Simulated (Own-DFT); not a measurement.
# Bulk modulus against bond length in tetrahedral crystals

No measurement is shown. These are fixed-geometry runs of a retired plane-wave code named Own-DFT, which no person has reviewed; spin and spin-orbit coupling are neglected.

Known weak points (not all hold for every row): forces on such cells moved up to 12 meV/angstrom on a denser k mesh; forces not confirmed at this smearing and k mesh; k mesh not checked against a denser one; forces on such cells passed a denser k mesh, each cell not checked; stress not checked against mesh or cutoff.

All runs are PBE with PseudoDojo norm-conserving files; cutoff and k mesh are each material's own. Every cell starts from measured lattice constants and was given uniform random strains and small random moves of its atoms. Each triple is the change of volume in per cent, the rms move u in Å and the pressure in GPa.

- 3C SiC (C48Si48), 10.36 Å³/atom unstrained: (-2.35, 0.051, 11.76); (-1.09, 0.050, 7.36); (-0.83, 0.050, 7.45); (-0.24, 0.050, 5.71); (0.08, 0.051, 5.37); (2.34, 0.048, 0.76); (2.60, 0.054, 0.24)
- wurtzite AlN (Al36N36), 10.45 Å³/atom unstrained: (-1.72, 0.049, 9.99); (-0.58, 0.048, 6.79); (0.04, 0.048, 5.45); (0.54, 0.045, 4.68); (1.27, 0.046, 3.10); (1.40, 0.055, 2.84); (2.69, 0.046, 0.13)
- wurtzite GaN (Ga48N48), 11.42 Å³/atom unstrained: (-2.85, 0.052, 13.56); (-1.77, 0.045, 10.48); (0.10, 0.050, 6.70); (0.42, 0.051, 6.33); (0.56, 0.051, 6.14); (1.81, 0.048, 3.65); (2.98, 0.051, 1.74)
- diamond silicon (Si64), 20.02 Å³/atom unstrained: withheld
- zincblende GaP (Ga32P32), 20.24 Å³/atom unstrained: (-3.82, 0.052, 7.09); (-2.58, 0.048, 6.04); (-0.68, 0.046, 3.94); (-0.22, 0.053, 3.38); (0.83, 0.045, 2.60); (2.30, 0.048, 1.47); (3.25, 0.052, 0.74)
- zincblende InP (In48P48), 25.27 Å³/atom unstrained: (-2.09, 0.050, 5.36); (-1.96, 0.049, 5.47); (-0.21, 0.054, 3.88); (0.17, 0.049, 3.63); (0.61, 0.050, 3.26); (2.07, 0.050, 2.11); (2.36, 0.052, 1.98)
- grey tin (Sn64), 34.15 Å³/atom unstrained: (-3.21, 0.052, 5.67); (-2.52, 0.050, 5.25); (-1.34, 0.047, 4.36); (-1.21, 0.052, 4.42); (0.67, 0.055, 3.47); (1.51, 0.050, 2.95); (1.78, 0.048, 2.75)

## What the rows give

Fit a line to each set against the fractional change of volume; B is minus its slope, and u is nearly the same within a set. To take it to zero pressure, assume that B rises by 4 GPa for each GPa: B0 = B - 4 x (mean pressure). The bond length of an ideal tetrahedral crystal with the unstrained volume v is d = (√3/4)(8 v)^(1/3). Cohen's empirical rule reads B0 = (1971 - 220 L) d^(-3.5) GPa, with L = 0 for group IV crystals and SiC and 1 for III-V compounds.

```
material,L,d (Å),B (GPa),mean P (GPa),B0 (GPa),rule (GPa)
3C SiC (C48Si48),0,1.888,220 ± 13,5.5,198 ± 13,213
wurtzite AlN (Al36N36),1,1.893,218 ± 8,4.7,200 ± 8,188
wurtzite GaN (Ga48N48),1,1.950,200 ± 8,6.9,172 ± 8,169
diamond silicon (Si64),0,2.352,?,?,?,99
zincblende GaP (Ga32P32),1,2.360,91 ± 4,3.6,77 ± 4,87
zincblende InP (In48P48),1,2.541,79 ± 2,3.7,65 ± 2,67
grey tin (Sn64),0,2.810,57 ± 2,4.1,40 ± 2,53
```

A line through ln[B0/(1971 - 220 L)] against ln d has a slope of -4.0 ± 0.2 and a scatter of 8 %. Against the rule, B0 stands at 93 % for 3C SiC, 106 % for wurtzite AlN, 102 % for wurtzite GaN, 89 % for zincblende GaP, 97 % for zincblende InP, 76 % for grey tin. PBE tends to make silicon and heavier crystals too soft, and the rule itself is only a guide.

## Withheld run

Asked: what B0 does the fitted trend give for diamond silicon (Si64)?

The line gives 89 GPa. Its own runs give B = 103 ± 3 GPa at a mean pressure of 2.4 GPa, so B0 = 93 GPa.
